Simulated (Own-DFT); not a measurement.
# Misfit strain and the stress it brings: diamond-structure GeSn with randomly placed atoms, 64 atoms (Ge56Sn8)

No measurement is shown. These are fixed-geometry runs of a retired plane-wave code named Own-DFT, which no person has reviewed; spin and spin-orbit coupling are neglected.

Method: PBE; PseudoDojo norm-conserving scalar-relativistic files; cutoff 49 hartree; 3 x 3 x 3 k mesh centred on Gamma; Fermi-Dirac smearing of 0.1 eV.

Known weak points: forces on such cells moved up to 12 meV/angstrom on a denser k mesh; stress not checked against mesh or cutoff.

Unstrained cell vectors in Å: (11.524, 0.000, 0.000); (0.000, 11.524, 0.000); (0.000, 0.000, 11.524). The unstrained cell has measured lattice constants (interpolated for alloys), not those of this functional. That, the random moves and any unrelaxed bonds set the pressure at no strain. Each run strains x and y alike by e, as a substrate would, and holds the height along z. Each atom got a random Gaussian move of width 0.05 Å along each axis. The random placing of the alloy's atoms differs from row to row. Stress is positive in tension.

```
e (%),u (Å),(s_xx + s_yy)/2 (GPa),s_zz (GPa)
-2.50,0.051,-10.09,-8.47
-2.25,0.050,-9.33,-7.93
-2.00,0.050,-9.04,-7.91
-1.50,0.047,?,?
-0.75,0.053,-6.68,-6.29
0.75,0.049,-3.91,-4.39
1.50,0.053,-2.81,-3.75
2.00,0.049,-2.15,-3.18
2.25,0.051,-1.85,-2.96
2.75,0.049,-0.96,-2.33
```

## Analysis

With e as a fraction, the in-plane stress is -5.3 + 172 e - 684 e² GPa (errors 2 and 167, scatter 0.11), and s_zz is -5.4 + 116 e - 252 e² GPa (slope ± 2, scatter 0.11). At e = 0 the first slope is C11 + C12 and the second 2 C12, both with the ions held to the strained lattice and at the cell's own pressure. The term in e² is negative: the layer stiffens under compression and softens under tension. A free layer would change its height as e changes, and the in-plane slope would drop by 2 C12²/C11 to the biaxial modulus. At fixed height, a misfit of 1 % moves the in-plane stress by about 1.7 GPa and s_zz by 1.2 GPa.

## Test on the hidden row

Q: what are the two stresses at e = -1.50 %?

The fitted form gives -8.0 and -7.2 GPa. The calculation gave -8.16 and -7.33 GPa.
